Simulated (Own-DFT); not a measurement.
# Response to strain: 4H SiC, 72 atoms (C36Si36)

All numbers below are calculated, not measured. They come from Own-DFT, an in-house plane-wave density functional program, since retired, whose code no person has reviewed. Each row is one single-point run on a periodic cell that was not relaxed, without spin or spin-orbit coupling.

Settings of every run: PBE; PseudoDojo norm-conserving scalar-relativistic files; cutoff 42 hartree; 4 x 4 x 3 k mesh centred on Gamma; Fermi-Dirac smearing of 0.1 eV.

Known limits: forces on such cells passed a denser k mesh, each cell not checked; stress not checked against mesh or cutoff.

Unstrained cell vectors in Å: (9.248, 0.000, 0.000); (-4.624, 8.009, 0.000); (0.000, 0.000, 10.068). The unstrained cell has measured lattice constants (interpolated for alloys), not those of this functional. That, the random moves and any unrelaxed bonds set the pressure at no strain. Each run strains this cell uniformly, with the atoms carried along. Every atom was also moved at random, by a Gaussian of width 0.05 Å on each axis. Strain is the symmetric tensor, in per cent. Stress is positive in tension, and the pressure is minus a third of its trace.

```
run  e_xx (%)  e_yy (%)  e_zz (%)  e_yz (%)  e_xz (%)  e_xy (%)  s_xx (GPa)  s_yy (GPa)  s_zz (GPa)  s_yz (GPa)  s_xz (GPa)  s_xy (GPa)  P (GPa)  E (meV/atom)
  1      0.70     -0.21      0.52     -0.41     -1.68     -0.19       -1.16       -4.71       -4.35       -1.65       -5.66       -1.57     3.41          21.7
  2     -1.69     -0.39     -0.30     -1.70     -0.23      0.91      -14.38      -11.12       -8.39       -5.28       -0.43        4.69    11.30          42.0
  3     -1.00      0.28     -1.54     -1.84     -0.70     -0.65      -10.46       -4.55      -15.48       -6.03       -2.01       -3.00    10.16           9.8
  4     -1.60     -1.77      1.69     -0.24     -1.90     -1.60      -17.10      -15.05        2.58       -0.50       -6.85       -7.90     9.86          43.7
  5     -1.41      0.06      0.69      0.16      1.00     -1.10      -12.38       -5.43       -0.97        0.42        3.78       -4.29     6.26           0.0
  6     -1.03     -0.29      1.69     -0.08      0.31      1.23       -8.38       -6.63        1.37       -0.76        1.60        5.39     4.55          23.7
  7     -1.59      0.46     -1.72     -1.49      1.08      1.60      -15.17       -4.49      -16.41       -4.99        3.95        6.35    12.02          35.8
  8      0.63      0.09     -1.99      0.55     -1.76     -1.65       -1.34       -4.89      -20.21        2.05       -6.75       -7.15     8.82          33.2
  9      0.41     -1.00     -0.86     -1.43     -0.04      1.30       -6.28       -9.64      -11.21       -4.79       -0.02        7.41     9.04          32.8
 10     -0.83     -1.99     -1.17     -0.10      0.28      1.40      -13.70      -20.38      -12.47       -0.40        0.18        7.72    15.52          50.5
 11     -1.04     -0.67     -0.98      1.44      1.41      1.45      -11.58      -11.20      -12.79        5.33        5.21        7.98    11.86          36.3
 12      1.12     -0.86     -1.99     -0.03      0.61     -1.66       -0.88      -10.92      -16.38       -1.10        1.93       -8.87     9.39          27.8
 13     -0.64     -0.87     -1.92      1.99     -1.82      0.11      -10.22      -12.13      -16.33        6.77       -5.49        0.68    12.89          23.0
 14     -1.90     -0.99      0.42      1.06      0.76     -1.32      -18.39      -12.22       -4.29        4.73        2.76       -6.99    11.63          31.4
 15      1.15     -0.31     -0.07     -1.24      0.17      1.20        2.29       -6.33       -6.65       -4.72        0.77        4.57     3.56          12.2
 16      0.38     -1.50      0.95      0.72     -0.98      1.52       -4.65      -12.58       -0.64        3.16       -1.88        6.69     5.95          27.1
 17     -1.78      1.08     -0.25     -0.58     -1.52     -0.13           ?           ?           ?           ?           ?           ?        ?             ?
```

E is the free energy for each atom above the lowest run shown.

## Worked fit

Each stress component was fitted by least squares to a constant and the strains of the runs shown, as fractions, with shears doubled. Shear strains stay in the fit of a normal stress only where such slopes are resolved. The slopes, in GPa:

```
stress  at no strain  per e_xx  per e_yy  per e_zz  scatter
  s_xx          -4.3  588 ± 26  213 ± 38   63 ± 22     1.03
  s_yy          -4.7  112 ± 24  629 ± 37   86 ± 21     0.98
  s_zz          -7.0   -4 ± 27  -50 ± 41  548 ± 24     1.10
```

Each shear stress against twice its own strain: yz 174 ± 6, xz 168 ± 7, xy 241 ± 11 GPa. These are stiffnesses along x, y and z of the frame in which the cell vectors are given, which need not be the crystal's axes. The atoms are held to the strained lattice; where symmetry lets them move under strain, relaxing them would lower some slopes. The table should be nearly symmetric about its diagonal, and what it lacks of that shows the noise. A ninth of its sum, 243 ± 7 GPa, estimates the bulk modulus near the mean pressure of these runs, 9.1 GPa, so it lies above the value at zero pressure.

## Withheld run

Question: what normal stresses and pressure should run 17 give?

The fit gives s_xx = -12.7, s_yy = -0.1, s_zz = -8.9 and P = 7.2 GPa. The calculation gave -15.68, -1.59, -5.87 and P = 7.71 GPa.
